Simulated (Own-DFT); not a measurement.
# What a defect does to the pressure of its cell: zincblende GaP

The numbers are computed, not measured, by runs of the plane-wave DFT program Own-DFT (in-house, retired, unreviewed) at fixed positions, with no spin and no spin-orbit coupling.

Method: PBE; PseudoDojo norm-conserving scalar-relativistic files; cutoff 42 hartree; 3 x 3 x 3 k mesh centred on Gamma; Fermi-Dirac smearing of 0.1 eV.

Known weak points (not all hold for every row): not probed for a lower state with spin; forces on such cells failed a check on a denser k mesh; forces on such cells passed a denser k mesh, each cell not checked; stress not checked against mesh or cutoff.

All runs share one cell, with vectors in Å (10.901, 0.000, 0.000); (0.000, 10.901, 0.000); (0.000, 0.000, 10.901) and a volume of 1295.4 Å³. u is the rms random offset of the atoms per axis. The defect's site can differ from row to row.

| cell | formula | u (Å) | P (GPa) |
|---|---|---|---|
| no defect | Ga32P32 | 0.0187 | 2.69 |
| no defect | Ga32P32 | 0.0199 | 2.71 |
| no defect | Ga32P32 | 0.0508 | 3.31 |
| one As on a P site | AsGa32P31 | 0.0297 | 3.19 |
| one As on a P site | AsGa32P31 | 0.0312 | 3.18 |
| one As on a P site | AsGa32P31 | 0.0515 | 3.69 |
| one Al on a Ga site | AlGa31P32 | 0.0321 | 2.87 |
| one Al on a Ga site | AlGa31P32 | 0.0473 | 3.16 |
| one Al on a Ga site | AlGa31P32 | 0.0481 | 3.19 |
| one In on a Ga site | Ga31InP32 | 0.0288 | 3.67 |
| one In on a Ga site | Ga31InP32 | 0.0315 | 3.76 |
| one In on a Ga site | Ga31InP32 | 0.0446 | ? |
| one In on a Ga site | Ga31InP32 | 0.0506 | 4.08 |
| one Ga on a P site and one P on a Ga site | Ga32P32 | 0.0301 | 3.04 |
| one Ga on a P site and one P on a Ga site | Ga32P32 | 0.0315 | 3.04 |
| one Ga on a P site and one P on a Ga site | Ga32P32 | 0.0514 | 3.45 |

## Fit

P = P0 + c u² + a shift for each defect gives P0 = 2.62 GPa, c = 259 ± 10 GPa/Å² and a scatter of 0.03 GPa. The shifts, and each times the cell's volume:

- one In on a Ga site: 0.84 ± 0.03 GPa, 6.8 eV
- one As on a P site: 0.35 ± 0.03 GPa, 2.8 eV
- one Ga on a P site and one P on a Ga site: 0.17 ± 0.03 GPa, 1.4 eV
- one Al on a Ga site: -0.03 ± 0.03 GPa, -0.2 eV (not resolved)

Positive is outwards. The product with the volume (160.2 GPa Å³ to the eV) is nearly free of the cell's size; divided by the bulk modulus at the cell's pressure it gives the volume that the defect adds. The atoms around the defects weren't relaxed, which would change these numbers.

## The run left out

Asked: what pressure belongs in the blank (one In on a Ga site, u = 0.0446 Å)?

The fit gives 3.97 ± 0.04 GPa. DFT gave 3.90 GPa.
